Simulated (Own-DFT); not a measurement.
GaN (wurtzite, strained, atoms displaced) (calculated)

All values are calculated (Own-DFT development build). A calculation, not a measurement: plane-wave PBE density functional theory by an unreviewed code, no spin, of a simulated periodic cell, stress positive in tension, free energy of the whole cell less one offset for each atom, forces on such cells passed a denser k mesh, this cell's mesh not checked; offsets are fitted by least squares, one for each functional and potential file, so energies compare only between cells with the same atoms and settings and are not formation energies; the far tail of each file's local potential was reset to the Coulomb form; each entry is a single point on an unrelaxed cell, so the pressure reflects the starting lattice, mostly measured values (interpolated for alloys), from which strain is counted, and rises with the displacements; printed positions are rounded, which can move forces by about a meV/angstrom; the program, named Own-DFT, is a retired in-house code; no spin-orbit coupling.

```cif
# cell vector a (Å): 12.7560 0.0000 0.0000
# cell vector b (Å): -4.7835 8.2853 0.0000
# cell vector c (Å): 0.0000 0.0000 10.4478
data_GaN
_symmetry_space_group_name_H-M 'P 1'
_symmetry_Int_Tables_number 1
_cell_length_a 12.7560
_cell_length_b 9.5670
_cell_length_c 10.4478
_cell_angle_alpha 90.000
_cell_angle_beta 90.000
_cell_angle_gamma 120.000
_cell_volume 1104.20
loop_
_atom_site_label
_atom_site_type_symbol
_atom_site_fract_x
_atom_site_fract_y
_atom_site_fract_z
_atom_site_occupancy
Ga1 Ga 0.07377 0.20754 0.00557 1
Ga2 Ga 0.17561 0.11764 0.24917 1
N1 N 0.07987 0.21851 0.19063 1
N2 N 0.17933 0.11473 0.44084 1
Ga3 Ga 0.08230 0.22687 0.50262 1
Ga4 Ga 0.16360 0.10659 0.74545 1
N3 N 0.08154 0.23096 0.68774 1
N4 N 0.16426 0.10624 0.93555 1
Ga5 Ga 0.08837 0.56237 0.99992 1
Ga6 Ga 0.16132 0.44096 0.24798 1
N5 N 0.07452 0.55863 0.17943 1
N6 N 0.16030 0.43611 0.44171 1
Ga7 Ga 0.08190 0.55718 0.49958 1
Ga8 Ga 0.16633 0.44965 0.74784 1
N7 N 0.08710 0.56114 0.68870 1
N8 N 0.16767 0.44315 0.94226 1
Ga9 Ga 0.08242 0.88111 0.00633 1
Ga10 Ga 0.16822 0.77074 0.24486 1
N9 N 0.07922 0.88131 0.19031 1
N10 N 0.16268 0.77998 0.44352 1
Ga11 Ga 0.08131 0.88092 0.49588 1
Ga12 Ga 0.17128 0.77880 0.74615 1
N11 N 0.07713 0.88896 0.68602 1
N12 N 0.16581 0.77619 0.93932 1
Ga13 Ga 0.32782 0.21985 0.00677 1
Ga14 Ga 0.42433 0.12026 0.23850 1
N13 N 0.32649 0.21325 0.19098 1
N14 N 0.42462 0.11394 0.43668 1
Ga15 Ga 0.33626 0.22117 0.50525 1
Ga16 Ga 0.41193 0.10146 0.75566 1
N15 N 0.32986 0.21512 0.69572 1
N16 N 0.42014 0.11589 0.94079 1
Ga17 Ga 0.33224 0.55466 0.00394 1
Ga18 Ga 0.41601 0.43770 0.24617 1
N17 N 0.33291 0.55618 0.17928 1
N18 N 0.42409 0.45392 0.43687 1
Ga19 Ga 0.33494 0.55385 0.50614 1
Ga20 Ga 0.41105 0.43401 0.74860 1
N19 N 0.33112 0.55631 0.68221 1
N20 N 0.41395 0.44060 0.93619 1
Ga21 Ga 0.33351 0.89098 0.00327 1
Ga22 Ga 0.41990 0.78119 0.25610 1
N21 N 0.33200 0.89339 0.19402 1
N22 N 0.41167 0.78054 0.43328 1
Ga23 Ga 0.33495 0.89588 0.50251 1
Ga24 Ga 0.41661 0.78035 0.74769 1
N23 N 0.33627 0.89856 0.69359 1
N24 N 0.42577 0.79258 0.93419 1
Ga25 Ga 0.58326 0.22871 0.99565 1
Ga26 Ga 0.66432 0.11306 0.24742 1
N25 N 0.58450 0.21813 0.19090 1
N26 N 0.66145 0.10980 0.43311 1
Ga27 Ga 0.57388 0.20744 0.49668 1
Ga28 Ga 0.66711 0.11201 0.74381 1
N27 N 0.58444 0.22154 0.68752 1
N28 N 0.66538 0.11038 0.92474 1
Ga29 Ga 0.58008 0.54973 0.99970 1
Ga30 Ga 0.66786 0.43436 0.25524 1
N29 N 0.58562 0.55811 0.19220 1
N30 N 0.66506 0.45050 0.43750 1
Ga31 Ga 0.57687 0.54795 0.49457 1
Ga32 Ga 0.66248 0.44388 0.75871 1
N31 N 0.58200 0.55870 0.68840 1
N32 N 0.66873 0.44021 0.93836 1
Ga33 Ga 0.58260 0.89205 0.99145 1
Ga34 Ga 0.67048 0.77610 0.24969 1
N33 N 0.57546 0.88705 0.19331 1
N34 N 0.66273 0.78182 0.44299 1
Ga35 Ga 0.58712 0.89436 0.50326 1
Ga36 Ga 0.67041 0.77606 0.74520 1
N35 N 0.58143 0.88185 0.68982 1
N36 N 0.67649 0.78724 0.93797 1
Ga37 Ga 0.83753 0.22635 0.99704 1
Ga38 Ga 0.91818 0.10334 0.25146 1
N37 N 0.82291 0.21133 0.18014 1
N38 N 0.91990 0.11017 0.43338 1
Ga39 Ga 0.83272 0.21664 0.50107 1
Ga40 Ga 0.91294 0.11275 0.75162 1
N39 N 0.82934 0.22569 0.68759 1
N40 N 0.92095 0.10752 0.93875 1
Ga41 Ga 0.82924 0.54713 0.00147 1
Ga42 Ga 0.91058 0.45182 0.25752 1
N41 N 0.83861 0.54545 0.19183 1
N42 N 0.91223 0.43658 0.43452 1
Ga43 Ga 0.82985 0.55324 0.49252 1
Ga44 Ga 0.92046 0.44216 0.75088 1
N43 N 0.83037 0.54968 0.68824 1
N44 N 0.91412 0.43910 0.93729 1
Ga45 Ga 0.84133 0.88821 0.99287 1
Ga46 Ga 0.91374 0.77804 0.25145 1
N45 N 0.83059 0.88621 0.19270 1
N46 N 0.91571 0.78566 0.43456 1
Ga47 Ga 0.83385 0.88879 0.49622 1
Ga48 Ga 0.91438 0.78118 0.74107 1
N47 N 0.83577 0.88562 0.69041 1
N48 N 0.91795 0.77254 0.94446 1
_calc_functional 'PBE'
_calc_potential_files 'PseudoDojo norm-conserving, scalar-relativistic, standard set with the stringent files for Ga'
_calc_wave_cutoff 96  # hartree
_calc_occupations 'Gaussian'
_calc_smearing_width 0.01  # eV
_calc_k_mesh '3 x 4 x 3 centred on Gamma'
_calc_free_energy_of_cell_above_offsets '-4.880'  # eV
_calc_pressure 5.82  # GPa
_calc_stress_xx -7.67  # GPa
_calc_stress_yy -5.78  # GPa
_calc_stress_zz -4  # GPa
_calc_stress_yz -0.18  # GPa
_calc_stress_xz -0.15  # GPa
_calc_stress_xy -1.18  # GPa
```

Force:
```csv
element,x (eV/Å),y (eV/Å),z (eV/Å)
Ga,1.855,1.835,-0.523
Ga,-2.789,-2.383,1.618
N,0.868,0.059,-0.084
N,-2.063,-0.538,-0.409
Ga,1.038,-1.491,-0.073
Ga,-0.934,0.392,0.682
N,0.319,-1.027,0.233
N,-0.029,-0.158,0.62
Ga,-0.412,-1.519,-0.74
Ga,-0.006,0.651,0.021
N,1.333,-0.998,1.782
N,0.428,1.97,-1.128
Ga,0.14,-0.35,-0.021
Ga,0.601,-0.425,1.093
N,-0.541,-0.329,-0.437
N,-0.402,-0.284,-0.655
Ga,-0.365,0.59,-0.663
Ga,-1.086,0.859,1.093
N,0.361,1.019,0.46
N,1.931,-0.968,-1.124
Ga,-1.299,1.838,0.594
Ga,-1.588,0.422,0.806
N,1.447,-0.274,-0.317
N,0.689,0.785,-0.774
Ga,0.12,-0.1,-1.625
Ga,-0.975,-1.592,1.757
N,2.36,1.929,-1.033
N,-3.126,-0.825,-1.147
Ga,0.678,0.557,-0.18
Ga,0.758,2.766,0.358
N,0.34,0.122,-1.059
N,-1.089,-0.382,0.528
Ga,0.15,0.654,-1.937
Ga,-0.526,1.294,0.456
N,-0.098,-0.377,2.676
N,-2.224,-2.11,-0.624
Ga,-0.659,0.525,-2.202
Ga,0.105,1.366,0.279
N,0.382,-0.032,1.842
N,0.107,0.148,0.485
Ga,0.408,-0.069,-0.014
Ga,-0.963,-0.759,-1.167
N,0.712,-0.144,-0.896
N,0.513,-0.522,2.241
Ga,-0.163,-0.637,-0.544
Ga,0.42,-0.365,0.362
N,0.191,-2.154,-1.443
N,-1.808,-2.076,-0.038
Ga,1.423,-1.695,0.431
Ga,1.311,-1.616,0.135
N,-0.678,1.315,-1.663
N,1.265,0.352,0.74
Ga,2.216,2.757,1.73
Ga,-0.728,-0.574,0.246
N,-1.193,-0.091,-0.146
N,0.22,0.78,1.776
Ga,0.161,1.357,0.09
Ga,-0.537,1.334,-0.587
N,0.379,-1.444,-0.825
N,0.676,-1.349,-0.051
Ga,1.546,2.179,1.493
Ga,0.604,-0.08,-2.302
N,0.039,-1.321,-0.135
N,-1.116,0.996,0.698
Ga,1.646,0.566,1.409
Ga,-2,0.601,0.529
N,1.921,0.37,-1.414
N,1.342,-0.617,-0.669
Ga,-1.084,-0.639,-0.425
Ga,-0.726,0.097,0.923
N,0.108,0.905,-0.555
N,-0.835,-1.387,-0.215
Ga,-0.697,-1.485,0.22
Ga,-1.716,0.703,-0.612
N,1.521,1.015,1.085
N,-0.614,0.012,1.118
Ga,-0.527,-0.003,-0.67
Ga,0.618,-0.095,-0.253
N,1.534,-0.567,-0.535
N,-1.683,0.086,-0.724
Ga,1.053,0.816,0.155
Ga,4.174,-3.156,-0.657
N,-4.869,2.403,-1.624
N,0.201,0.687,1.424
Ga,0.031,0.206,1.53
Ga,-1.207,0.94,0.021
N,0.073,0.548,-0.32
N,0.66,1.117,-0.311
Ga,-1.078,-0.38,1.271
Ga,0.55,-0.394,-0.697
N,0.852,-0.017,-1.242
N,0.916,-1.324,0.39
Ga,-0.982,0.117,0.661
Ga,1.549,-2.039,1.635
N,-1.594,1.629,-1.165
N,0.167,-0.511,-1.045
```
